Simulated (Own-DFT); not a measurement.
# Point defects and the pressure they add: C11b WSi2

No measurement is shown. These are fixed-geometry runs of a retired plane-wave code named Own-DFT, which no person has reviewed; spin and spin-orbit coupling are neglected.

Common settings: PBE; PseudoDojo norm-conserving scalar-relativistic files; cutoff 50 hartree; 5 x 5 x 5 k mesh centred on Gamma; cold (Marzari-Vanderbilt) smearing of 0.2 eV.

Caveats: forces on such cells failed a check on a denser k mesh; stress not checked against mesh or cutoff.

All runs share one cell, with vectors in Å (-2.148, -5.953, 3.409); (-6.444, 2.976, 1.136); (-2.553, -2.948, -6.757) and a volume of 403.2 Å³. Atoms were moved at random from their sites; u is the rms move along one axis. The defect's site can differ from row to row.

| cell | formula | u (Å) | P (GPa) |
|---|---|---|---|
| no defect | Si20W10 | 0.0173 | 4.43 |
| no defect | Si20W10 | 0.0471 | 6.06 |
| no defect | Si20W10 | 0.0506 | 5.71 |
| one W on a Si site | Si19W11 | 0.0290 | 10.26 |
| one W on a Si site | Si19W11 | 0.0344 | 10.11 |
| one W on a Si site | Si19W11 | 0.0568 | 11.57 |
| one W vacancy | Si20W9 | 0.0284 | 3.66 |
| one W vacancy | Si20W9 | 0.0444 | 4.73 |
| one W vacancy | Si20W9 | 0.0502 | 4.91 |
| one Si vacancy | Si19W10 | 0.0326 | 3.28 |
| one Si vacancy | Si19W10 | 0.0460 | 4.38 |
| one Si vacancy | Si19W10 | 0.0529 | 4.72 |
| one Si on a W site | Si21W9 | 0.0287 | 6.45 |
| one Si on a W site | Si21W9 | 0.0298 | 6.59 |
| one Si on a W site | Si21W9 | 0.0443 | 7.13 |
| one Si on a W site | Si21W9 | 0.0518 | ? |

## Analysis

P = P0 + c u² + a shift for each defect gives P0 = 4.25 GPa, c = 678 ± 65 GPa/Å² and a scatter of 0.21 GPa. The shifts, and each times the cell's volume:

- one W on a Si site: 5.21 ± 0.17 GPa, 13.1 eV
- one Si on a W site: 1.64 ± 0.17 GPa, 4.1 eV
- one W vacancy: -1.02 ± 0.17 GPa, -2.6 eV
- one Si vacancy: -1.48 ± 0.17 GPa, -3.7 eV

Positive is outwards. The product with the volume (160.2 GPa Å³ to the eV) is nearly free of the cell's size; divided by the bulk modulus at the cell's pressure it gives the volume that the defect adds. The atoms around the defects weren't relaxed, which would change these numbers.

## Test on the hidden row

Asked: what pressure belongs in the blank (one Si on a W site, u = 0.0518 Å)?

The fit gives 7.72 ± 0.26 GPa. Computed: 7.83 GPa.
